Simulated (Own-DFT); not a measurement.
# Strain and stress in bcc W, 16 atoms (W16)

All numbers below are calculated, not measured. The program, named Own-DFT, is a retired in-house plane-wave density functional code that no person has reviewed. Each row is one single-point run on a periodic cell that was not relaxed, without spin or spin-orbit coupling.

Settings of every run: PBE; PseudoDojo norm-conserving scalar-relativistic files; cutoff 50 hartree; 5 x 5 x 5 k mesh centred on Gamma; cold (Marzari-Vanderbilt) smearing of 0.2 eV.

Known limits: forces on such cells failed a check on a denser k mesh; stress not checked against mesh or cutoff.

Unstrained cell vectors in Å: (6.330, 0.000, 0.000); (0.000, 6.330, 0.000); (0.000, 0.000, 6.330). The unstrained cell has measured lattice constants (interpolated for alloys), not those of this functional. That, the random moves and any unrelaxed bonds set the pressure at no strain. Each run strains this cell uniformly, with the atoms carried along. Every atom was also moved at random, by a Gaussian of width 0.05 Å on each axis. Strain is the symmetric tensor, in per cent. Stress is positive in tension, and the pressure is minus a third of its trace.

| run | e_xx (%) | e_yy (%) | e_zz (%) | e_yz (%) | e_xz (%) | e_xy (%) | s_xx (GPa) | s_yy (GPa) | s_zz (GPa) | s_yz (GPa) | s_xz (GPa) | s_xy (GPa) | P (GPa) | E (meV/atom) |
|---|---|---|---|---|---|---|---|---|---|---|---|---|---|---|
| 1 | 1.89 | 1.50 | 1.08 | 1.35 | -0.21 | 0.00 | 7.23 | 6.26 | 5.01 | 3.61 | -0.45 | 0.19 | -6.16 | 0.0 |
| 2 | -0.30 | -0.17 | -0.26 | 0.39 | 1.45 | 1.34 | -10.50 | -9.69 | -10.53 | 0.96 | 4.53 | 4.36 | 10.24 | 21.5 |
| 3 | -0.74 | 0.10 | -0.61 | 1.18 | 1.65 | 1.62 | -13.23 | -11.79 | -13.26 | 3.55 | 4.85 | 4.94 | 12.76 | 56.0 |
| 4 | 1.22 | -1.40 | 1.69 | -0.95 | 1.12 | -1.57 | -1.90 | -10.00 | -0.19 | -2.03 | 2.88 | -4.43 | 4.03 | 50.5 |
| 5 | 1.69 | 0.84 | 1.72 | -1.38 | 1.73 | 1.30 | 5.32 | 2.93 | 5.82 | -4.63 | 4.88 | 3.92 | -4.69 | 29.0 |
| 6 | -0.18 | 1.20 | -1.21 | 0.19 | 1.21 | -1.34 | -8.43 | -4.40 | -11.98 | 1.18 | 3.66 | -4.33 | 8.27 | 18.2 |
| 7 | 0.39 | 1.76 | 1.70 | 0.17 | -1.50 | 1.73 | 1.58 | 5.52 | 5.42 | 1.07 | -3.97 | 4.87 | -4.17 | 8.2 |
| 8 | -0.03 | 1.36 | -1.73 | 1.63 | 0.31 | 0.25 | -8.93 | -4.77 | -15.38 | 5.04 | 1.15 | 0.57 | 9.69 | 36.9 |
| 9 | 0.78 | -1.65 | -0.43 | -1.48 | -0.57 | -0.73 | -9.84 | -18.98 | -13.67 | -4.74 | -2.31 | -2.16 | 14.16 | 97.6 |
| 10 | 1.59 | 1.64 | 0.61 | 0.85 | 1.41 | 1.29 | 4.84 | 4.75 | 1.60 | 2.11 | 3.44 | 3.21 | -3.73 | 18.6 |
| 11 | 1.14 | -1.75 | -1.47 | -0.71 | 1.05 | -0.84 | -10.37 | -19.27 | -18.42 | -2.06 | 3.32 | -2.91 | 16.02 | 72.2 |
| 12 | -1.46 | 1.62 | -1.39 | 1.20 | -0.46 | 1.08 | -15.00 | -5.25 | -15.05 | 4.18 | -1.87 | 3.86 | 11.77 | 21.8 |
| 13 | 0.12 | -0.34 | 0.96 | 1.78 | -1.38 | -1.46 | -8.00 | -9.06 | -6.50 | 5.26 | -3.33 | -4.06 | 7.85 | 94.5 |
| 14 | 1.25 | 1.96 | -0.31 | -1.19 | -1.78 | 0.42 | 1.85 | 4.07 | -3.31 | -2.99 | -4.91 | 0.66 | -0.87 | 20.4 |
| 15 | 1.15 | -0.43 | -1.97 | -1.83 | -1.92 | 1.99 | ? | ? | ? | ? | ? | ? | ? | ? |

E is the free energy for each atom above the lowest run shown.

## Worked fit

Each stress component was fitted by least squares to a constant and the strains of the runs shown, as fractions, with shears doubled. Shear strains stay in the fit of a normal stress only where such slopes are resolved. The slopes, in GPa:

```
stress  at no strain  per e_xx  per e_yy  per e_zz  scatter
  s_xx          -8.6  508 ± 17  253 ± 11  204 ± 14     0.51
  s_yy          -8.8  200 ± 26  575 ± 16  212 ± 20     0.76
  s_zz          -8.9  216 ± 27  249 ± 17  522 ± 22     0.82
```

Each shear stress against twice its own strain: yz 138 ± 6, xz 141 ± 6, xy 149 ± 5 GPa. These are stiffnesses along x, y and z of the frame in which the cell vectors are given, which need not be the crystal's axes. The atoms are held to the strained lattice; where symmetry lets them move under strain, relaxing them would lower some slopes. The table should be nearly symmetric about its diagonal, and what it lacks of that shows the noise. A ninth of its sum, 327 ± 9 GPa, estimates the bulk modulus near the mean pressure of these runs, 5.4 GPa, so it lies above the value at zero pressure.

## Withheld run

Question: what normal stresses and pressure should run 15 give?

The fit gives s_xx = -7.9, s_yy = -13.2, s_zz = -17.8 and P = 12.9 GPa. The calculation gave -8.87, -12.98, -17.70 and P = 13.18 GPa.
